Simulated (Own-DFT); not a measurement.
# Response to strain: wurtzite AlGaN with randomly placed atoms, 72 atoms (Al24Ga12N36)

All numbers below are calculated, not measured. They come from Own-DFT, an in-house plane-wave density functional program, since retired, whose code no person has reviewed. Each row is one single-point run on a periodic cell that was not relaxed, without spin or spin-orbit coupling.

Settings of every run: PBE; PseudoDojo norm-conserving scalar-relativistic files; cutoff 42 hartree; 4 x 4 x 3 k mesh centred on Gamma; Fermi-Dirac smearing of 0.05 eV.

Known limits: forces on such cells passed a denser k mesh, each cell not checked; stress not checked against mesh or cutoff.

Unstrained cell vectors in Å: (9.413, 0.000, 0.000); (-4.707, 8.152, 0.000); (0.000, 0.000, 10.099). The unstrained cell has measured lattice constants (interpolated for alloys), not those of this functional. That, the random moves and any unrelaxed bonds set the pressure at no strain. Each run strains this cell uniformly, with the atoms carried along. Every atom was also moved at random, by a Gaussian of width 0.05 Å on each axis. The random placing of the alloy's atoms differs from row to row. Strain is the symmetric tensor, in per cent. Stress is positive in tension, and the pressure is minus a third of its trace.

| run | e_xx (%) | e_yy (%) | e_zz (%) | s_xx (GPa) | s_yy (GPa) | s_zz (GPa) | P (GPa) | E (meV/atom) |
|---|---|---|---|---|---|---|---|---|
| 1 | 0.75 | 0.75 | 0.00 | -2.62 | -3.99 | -4.29 | 3.63 | 0.0 |
| 2 | -0.50 | -0.50 | 0.00 | -8.01 | -12.36 | -7.86 | 9.41 | 23.9 |
| 3 | -2.75 | -2.75 | 0.00 | -29.06 | -24.21 | -11.64 | 21.64 | 98.3 |
| 4 | -2.75 | -2.75 | 0.00 | -27.99 | -23.77 | -10.58 | 20.78 | 65.2 |
| 5 | 0.75 | 0.75 | 0.00 | -3.96 | -1.16 | -6.10 | 3.74 | 2.3 |
| 6 | 1.25 | 1.25 | 0.00 | 0.16 | -0.61 | -6.48 | 2.31 | 15.6 |
| 7 | -1.00 | -1.00 | 0.00 | -14.10 | -11.30 | -8.82 | 11.41 | 22.6 |
| 8 | -2.25 | -2.25 | 0.00 | ? | ? | ? | ? | ? |

E is the free energy for each atom above the lowest run shown.

## Worked fit

The change of volume is close to e_xx + e_yy + e_zz. A straight line through the runs shown gives P = 7.51 - 245 x (fractional change of volume) GPa, with an error of 9 on the slope and a scatter of 0.76 GPa. The strain isn't the same on all axes and the cell isn't cubic, so the slope belongs to this path and is not the bulk modulus.

## Withheld run

Question: what pressure should run 8 give? Its volume changes by -4.45 %.

The line gives 18.4 GPa. The calculation gave 17.27 GPa.
